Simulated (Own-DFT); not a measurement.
## Calculated data, GaP (zincblende, atoms displaced)

Computed with Own-DFT development build. A calculation, not a measurement: plane-wave PBE density functional theory by an unreviewed code, no spin, of a simulated periodic cell, stress positive in tension, free energy of the whole cell less one offset for each atom, forces on such cells passed a denser k mesh, this cell's mesh not checked; offsets are fitted by least squares, one for each functional and potential file, so energies compare only between cells with the same atoms and settings and are not formation energies; the far tail of each file's local potential was reset to the Coulomb form; each entry is a single point on an unrelaxed cell, so the pressure reflects the starting lattice, mostly measured values (interpolated for alloys), from which strain is counted, and rises with the displacements; printed positions are rounded, which can move forces by about a meV/angstrom; the program, named Own-DFT, is a retired in-house code; no spin-orbit coupling.

Settings shared by all entries: functional PBE; potential files PseudoDojo norm-conserving, scalar-relativistic, standard set; wave cutoff 42 hartree; occupations Fermi-Dirac; smearing width 0.1 eV; k mesh 3 x 3 x 3 centred on Gamma.

(1) GaP (zincblende, atoms displaced)

```
GaP
1.0
     10.9010     0.0000     0.0000
      0.0000    10.9010     0.0000
      0.0000     0.0000    10.9010
Ga P Ga P Ga P Ga P Ga P Ga P Ga P Ga P
4 4 4 4 4 4 4 4 4 4 4 4 4 4 4 4
Direct
  0.00280 0.01072 0.99690
  0.99511 0.24711 0.24466
  0.25610 0.99101 0.24712
  0.24283 0.25254 0.99345
  0.12238 0.11937 0.12596
  0.12068 0.38141 0.37688
  0.37594 0.12092 0.37779
  0.37439 0.38163 0.12514
  0.00007 0.00922 0.49963
  0.99940 0.25464 0.75351
  0.24665 0.00264 0.74745
  0.25564 0.26113 0.49898
  0.12308 0.12436 0.62870
  0.11784 0.36883 0.87786
  0.37998 0.12864 0.87253
  0.37883 0.37586 0.63062
  0.00209 0.50146 0.00718
  0.01124 0.74834 0.24165
  0.24583 0.50221 0.25476
  0.25202 0.75404 0.99575
  0.12575 0.62215 0.12450
  0.12913 0.87347 0.37812
  0.37810 0.63564 0.37347
  0.37539 0.87698 0.13216
  0.98953 0.49377 0.49579
  0.99873 0.75457 0.74186
  0.25192 0.49533 0.74589
  0.25015 0.75029 0.49712
  0.12246 0.62320 0.62578
  0.13098 0.87581 0.87697
  0.37494 0.62539 0.87831
  0.37298 0.88159 0.62626
  0.49518 0.99951 0.99240
  0.50749 0.24270 0.24976
  0.75157 0.00328 0.25308
  0.74960 0.25765 0.01459
  0.62467 0.12036 0.12501
  0.62048 0.37486 0.37896
  0.88041 0.13099 0.36772
  0.87246 0.37946 0.12378
  0.50072 0.00140 0.50394
  0.50749 0.24488 0.74728
  0.74708 0.00505 0.75505
  0.74673 0.24866 0.49893
  0.62308 0.12425 0.62746
  0.63165 0.37372 0.87261
  0.86249 0.11987 0.88138
  0.87972 0.37697 0.62639
  0.49739 0.50252 0.99784
  0.50013 0.74607 0.25801
  0.75545 0.50348 0.24798
  0.74799 0.74435 0.01048
  0.61892 0.62721 0.11593
  0.62800 0.87614 0.36920
  0.87478 0.62661 0.37330
  0.87947 0.87955 0.13001
  0.50100 0.50276 0.50342
  0.50402 0.74946 0.75136
  0.74639 0.49713 0.75232
  0.75113 0.75286 0.50331
  0.62151 0.63231 0.61519
  0.62169 0.87486 0.88036
  0.87903 0.62772 0.86802
  0.87117 0.87326 0.62535
```

```
free energy of cell above offsets : -33.344 eV
pressure                          : 3.26 GPa
stress xx                         : -3.32 GPa
stress yy                         : -3.22 GPa
stress zz                         : -3.23 GPa
stress yz                         : -0.13 GPa
stress xz                         : 0.1 GPa
stress xy                         : -0.02 GPa
```

Force:
```tsv
element	x (eV/Å)	y (eV/Å)	z (eV/Å)
Ga	-0.487	-1.367	-0.156
Ga	1.079	0.963	-0.281
Ga	-1.075	1.152	1.082
Ga	1.014	-0.535	1.089
P	0.991	0.842	0.25
P	0.208	-1.007	-0.46
P	-0.22	0.644	-0.363
P	-0.13	-0.984	0.223
Ga	-0.082	-0.902	-0.115
Ga	-0.803	-1.253	-0.165
Ga	0.537	-0.035	0.506
Ga	-0.499	-0.905	-0.016
P	0.147	1.118	-0.391
P	0.47	1.457	-0.211
P	-0.983	0.086	-0.068
P	0.422	-0.14	-0.432
Ga	-0.448	0.087	-1.22
Ga	-0.924	0.611	1.038
Ga	0.73	0.174	-0.158
Ga	0.187	-0.315	0.885
P	0.876	0.307	-0.448
P	-0.701	0.429	-0.416
P	-0.879	-1.9	0.851
P	0.928	-1.003	-1.425
Ga	0.626	1.141	0.291
Ga	0.654	-0.132	0.792
Ga	-0.687	0.582	0.933
Ga	0.072	0.069	0.996
P	0.201	-0.224	-0.677
P	-1.074	0.402	-0.562
P	-0.191	-0.063	-0.964
P	0.243	-0.94	0.039
Ga	0.006	-0.043	0.912
Ga	-1.044	0.58	0.15
Ga	0.265	-0.214	-0.367
Ga	-0.613	-1.006	-1.189
P	0.099	0.088	-0.346
P	0.572	0.266	-0.617
P	-1.109	-0.51	1.241
P	0.807	0.054	0.623
Ga	0.052	-0.49	-0.465
Ga	-0.417	0.847	0.658
Ga	-0.374	-1.139	-0.351
Ga	0.563	0.249	0.226
P	0.864	-0.301	-0.723
P	-1.011	-0.216	0.759
P	1.095	1.604	0.019
P	-1.269	-0.646	0.113
Ga	0.178	-0.7	-0.289
Ga	0.838	0.923	-1.443
Ga	-1.27	0.128	0.312
Ga	1.193	1.149	-1.133
P	0.059	-0.711	1.755
P	-0.134	0.108	1.056
P	0.254	0.48	-0.075
P	-0.071	-0.357	-0.6
Ga	-0.59	-0.016	-0.538
Ga	-0.667	0.361	-0.117
Ga	0.597	0.984	-0.84
Ga	-0.038	0.007	-1.081
P	0.494	-0.706	1.366
P	0.728	-0.362	-0.328
P	-0.451	-0.19	0.957
P	0.192	1.421	-0.092
```

(2) GaP (zincblende, atoms displaced)

```
GaP
1.0
     10.9010     0.0000     0.0000
      0.0000    10.9010     0.0000
      0.0000     0.0000    10.9010
Ga P Ga P Ga P Ga P Ga P Ga P Ga P Ga P
4 4 4 4 4 4 4 4 4 4 4 4 4 4 4 4
Direct
  0.99625 0.00199 0.99294
  0.98918 0.25062 0.25234
  0.24897 0.99714 0.25481
  0.25139 0.24276 0.99426
  0.12742 0.12001 0.13395
  0.12206 0.38237 0.36891
  0.37031 0.12833 0.37522
  0.36342 0.37392 0.12074
  0.00741 0.00059 0.49748
  0.99849 0.25116 0.75614
  0.24839 0.00028 0.74723
  0.24709 0.25246 0.49912
  0.12423 0.12371 0.62231
  0.13240 0.37408 0.86930
  0.37542 0.12455 0.87288
  0.37584 0.37717 0.62400
  0.00115 0.49991 0.99449
  0.99607 0.75043 0.25166
  0.24937 0.50223 0.25705
  0.25090 0.74956 0.00244
  0.11936 0.62400 0.12323
  0.12293 0.87941 0.36720
  0.38060 0.62395 0.37586
  0.37358 0.87576 0.12310
  0.99894 0.49672 0.50400
  0.99988 0.73674 0.74827
  0.24678 0.49331 0.75403
  0.25058 0.75546 0.50314
  0.12668 0.63041 0.63357
  0.12300 0.87004 0.86504
  0.37570 0.62208 0.87228
  0.38094 0.87543 0.62741
  0.50117 0.01156 0.00356
  0.50630 0.25284 0.25222
  0.74949 0.99847 0.24605
  0.74336 0.24863 0.99734
  0.62991 0.12727 0.12576
  0.61899 0.37254 0.37824
  0.87609 0.12171 0.37563
  0.87105 0.38552 0.13224
  0.49467 0.00579 0.49730
  0.49691 0.24570 0.75788
  0.74434 0.99719 0.74639
  0.75401 0.25669 0.50279
  0.62605 0.13097 0.63299
  0.62546 0.37811 0.87185
  0.86599 0.12123 0.87880
  0.87143 0.38086 0.62543
  0.50073 0.49577 0.99748
  0.50544 0.74990 0.24854
  0.75344 0.49687 0.24991
  0.74788 0.74955 0.99499
  0.62495 0.62522 0.12616
  0.62794 0.87809 0.37191
  0.88501 0.62697 0.37573
  0.88396 0.87589 0.13059
  0.50168 0.50261 0.49347
  0.49628 0.75735 0.74633
  0.74171 0.49453 0.74836
  0.74985 0.75229 0.49440
  0.62906 0.62142 0.62321
  0.62771 0.86523 0.87644
  0.87419 0.62084 0.87861
  0.88673 0.87359 0.62683
```

```
free energy of cell above offsets : -33.450 eV
pressure                          : 3.17 GPa
stress xx                         : -3.16 GPa
stress yy                         : -3.2 GPa
stress zz                         : -3.15 GPa
stress yz                         : 0.53 GPa
stress xz                         : 0.27 GPa
stress xy                         : 0.25 GPa
```

Force:
```tsv
element	x (eV/Å)	y (eV/Å)	z (eV/Å)
Ga	0.982	-0.467	0.694
Ga	0.861	0.136	-0.408
Ga	0.816	0.215	-0.588
Ga	-0.689	0.062	0.895
P	-0.788	0.787	-1.287
P	-0.327	-1.11	0.988
P	0.392	0.021	-0.314
P	1.239	0.031	0.49
Ga	-0.585	-0.231	0.127
Ga	-0.346	-0.384	-0.537
Ga	0.042	-0.281	0.003
Ga	-0.128	0.486	0.017
P	0.056	0.687	0.442
P	-1.394	-0.849	1.32
P	-0.314	-0.672	0.161
P	0.077	-0.279	0.062
Ga	0.173	-0.467	0.514
Ga	0.869	-0.276	-0.342
Ga	0.121	0.455	-1.069
Ga	-0.333	-0.18	-0.549
P	0.678	0.249	0.363
P	0.262	-1.085	1.107
P	-0.754	0.888	-0.193
P	0.504	0.276	0.367
Ga	0.735	0.829	-0.016
Ga	-0.808	1.047	0.772
Ga	1.114	1.23	-1.108
Ga	-0.092	-0.241	-0.396
P	0.707	-1.501	-1.445
P	0.098	0.334	0.956
P	-0.015	0.322	0.147
P	-0.864	0.922	-0.858
Ga	0.018	-1.323	-0.238
Ga	-1.299	-0.301	-0.746
Ga	0.618	0.005	0.165
Ga	0.767	0.944	0.364
P	-0.514	0.09	0.318
P	1.319	0.417	-0.186
P	-0.647	0.236	0.434
P	0.827	-1.821	-1.941
Ga	0.781	-0.005	0.323
Ga	0.206	1.049	-0.889
Ga	0.622	-0.583	0.125
Ga	-0.368	-0.843	-0.258
P	-0.238	-0.332	-1.064
P	-0.582	-0.954	0.599
P	0.365	0.549	-0.655
P	0.61	-0.628	0.529
Ga	-0.442	0.452	0.534
Ga	-0.515	0.285	-0.054
Ga	-1.072	1.299	1.207
Ga	0.953	-0.339	1.383
P	0.289	-0.471	-0.313
P	-0.639	0.153	0.349
P	-1.315	-0.505	0.348
P	-1.274	0.094	-1.267
Ga	-0.061	-0.214	1.132
Ga	0.814	-1.633	0.617
Ga	0.937	0.959	0.075
Ga	0.729	-0.118	0.603
P	-0.651	0.896	-0.247
P	-0.905	1.68	-0.385
P	-0.502	-0.103	-0.793
P	-1.118	0.109	-0.385
```

(3) GaP (zincblende, atoms displaced)

```
GaP
1.0
     10.9010     0.0000     0.0000
      0.0000    10.9010     0.0000
      0.0000     0.0000    10.9010
Ga P Ga P Ga P Ga P Ga P Ga P Ga P Ga P
4 4 4 4 4 4 4 4 4 4 4 4 4 4 4 4
Direct
  0.01009 0.00064 0.99456
  0.99944 0.25424 0.24278
  0.25265 0.00124 0.25179
  0.24172 0.24876 0.99607
  0.12784 0.12466 0.12412
  0.12241 0.36840 0.37956
  0.37476 0.12694 0.37992
  0.37264 0.37767 0.12396
  0.00753 0.00693 0.49719
  0.99380 0.25094 0.74389
  0.24124 0.99940 0.75131
  0.25286 0.25140 0.50050
  0.12224 0.12492 0.62391
  0.12501 0.37716 0.87577
  0.37269 0.12219 0.86917
  0.37994 0.37639 0.62867
  0.00306 0.50334 0.99756
  0.99933 0.75818 0.24954
  0.24809 0.50053 0.25666
  0.24444 0.74356 0.99814
  0.12804 0.62066 0.13363
  0.12658 0.86830 0.38585
  0.37475 0.62416 0.37594
  0.37816 0.87660 0.12722
  0.99750 0.49926 0.49817
  0.00012 0.75001 0.76223
  0.24496 0.49624 0.75777
  0.24913 0.75158 0.50585
  0.12293 0.62845 0.62447
  0.11795 0.87595 0.87549
  0.37546 0.62440 0.87995
  0.37420 0.87117 0.62018
  0.49457 0.00250 0.00097
  0.49787 0.24575 0.23794
  0.75736 0.00155 0.25611
  0.75735 0.25211 0.00797
  0.62913 0.12784 0.12943
  0.63006 0.38252 0.36971
  0.87704 0.12566 0.38102
  0.87791 0.37054 0.13141
  0.50156 0.00225 0.49236
  0.50119 0.24849 0.74774
  0.75222 0.00477 0.74660
  0.75092 0.25493 0.50161
  0.62473 0.12656 0.62679
  0.62651 0.38284 0.87454
  0.86466 0.12840 0.88071
  0.87979 0.37011 0.62970
  0.50194 0.50014 0.99557
  0.50172 0.75745 0.24993
  0.74379 0.49962 0.25386
  0.74812 0.75010 0.99201
  0.62943 0.62470 0.13191
  0.62671 0.88081 0.37442
  0.88286 0.62888 0.36774
  0.87167 0.86820 0.13431
  0.50126 0.50071 0.50086
  0.49335 0.75011 0.75507
  0.74484 0.49992 0.74393
  0.75145 0.75455 0.50114
  0.62569 0.62528 0.62750
  0.62330 0.87347 0.87019
  0.87804 0.63177 0.87590
  0.87044 0.87494 0.61935
```

```
free energy of cell above offsets : -33.367 eV
pressure                          : 3.29 GPa
stress xx                         : -3.32 GPa
stress yy                         : -3.37 GPa
stress zz                         : -3.19 GPa
stress yz                         : 0.42 GPa
stress xz                         : -0.38 GPa
stress xy                         : 0.62 GPa
```

Force:
```tsv
element	x (eV/Å)	y (eV/Å)	z (eV/Å)
Ga	-1.88	0.462	1.233
Ga	0.592	-1.242	1.249
Ga	-0.225	-0.419	0.444
Ga	1.155	0.116	0.191
P	-0.278	-0.145	0.293
P	0.19	0.526	-0.436
P	0.131	0.227	-0.908
P	-0.22	-0.232	-0.363
Ga	-0.775	-1.038	0.188
Ga	0.874	-0.924	1.559
Ga	0.696	-0.324	-0.601
Ga	-0.006	0.108	0.598
P	0.521	0.538	0.486
P	-0.999	-0.776	-0.172
P	-0.171	0.425	0.455
P	-0.715	0.077	-0.172
Ga	-0.382	-0.094	0.73
Ga	1.049	-0.709	0.347
Ga	0.357	-0.67	0.19
Ga	0.311	0.55	0.687
P	-0.681	0.707	-0.665
P	-0.098	1.129	-1.39
P	0.154	0.563	0.176
P	-0.888	-0.199	-0.511
Ga	0.101	0.234	0.193
Ga	-0.294	0.259	-2.089
Ga	0.748	0.856	-1.091
Ga	0.401	-0.985	-0.308
P	-0.096	-0.621	0.792
P	1.412	-0.466	-0.003
P	-0.485	-0.081	-0.468
P	0.286	1.002	0.795
Ga	0.823	-0.033	-0.162
Ga	-0.17	0.786	1.177
Ga	-0.282	0.137	-0.241
Ga	-1.166	0.477	-0.257
P	0.131	-0.863	-0.725
P	-1.405	-1.667	1.131
P	0.201	0.618	-0.664
P	-0.489	1.842	-0.919
Ga	-0.04	-0.124	1.021
Ga	0.112	0.262	0.525
Ga	-0.236	-0.608	0.094
Ga	-0.251	-0.145	-0.165
P	-0.01	-0.013	-0.682
P	0.232	-1.311	0.195
P	1.539	-0.554	-0.655
P	-1.189	1.547	-1.056
Ga	0.027	0.27	1.169
Ga	0.108	-0.758	0.31
Ga	1.798	0.763	-0.578
Ga	-0.171	0.069	1.099
P	-0.675	0.407	-1.206
P	0.092	-0.522	0.055
P	-1.095	-0.521	0.863
P	0.028	1.255	-1.795
Ga	0.15	0.088	-0.163
Ga	0.287	-0.11	-0.614
Ga	1.049	0.101	0.481
Ga	-0.334	-0.866	-0.651
P	-0.421	0.625	-0.513
P	-0.064	0.779	0.378
P	-0.74	-1.485	0.064
P	1.375	0.698	1.054
```
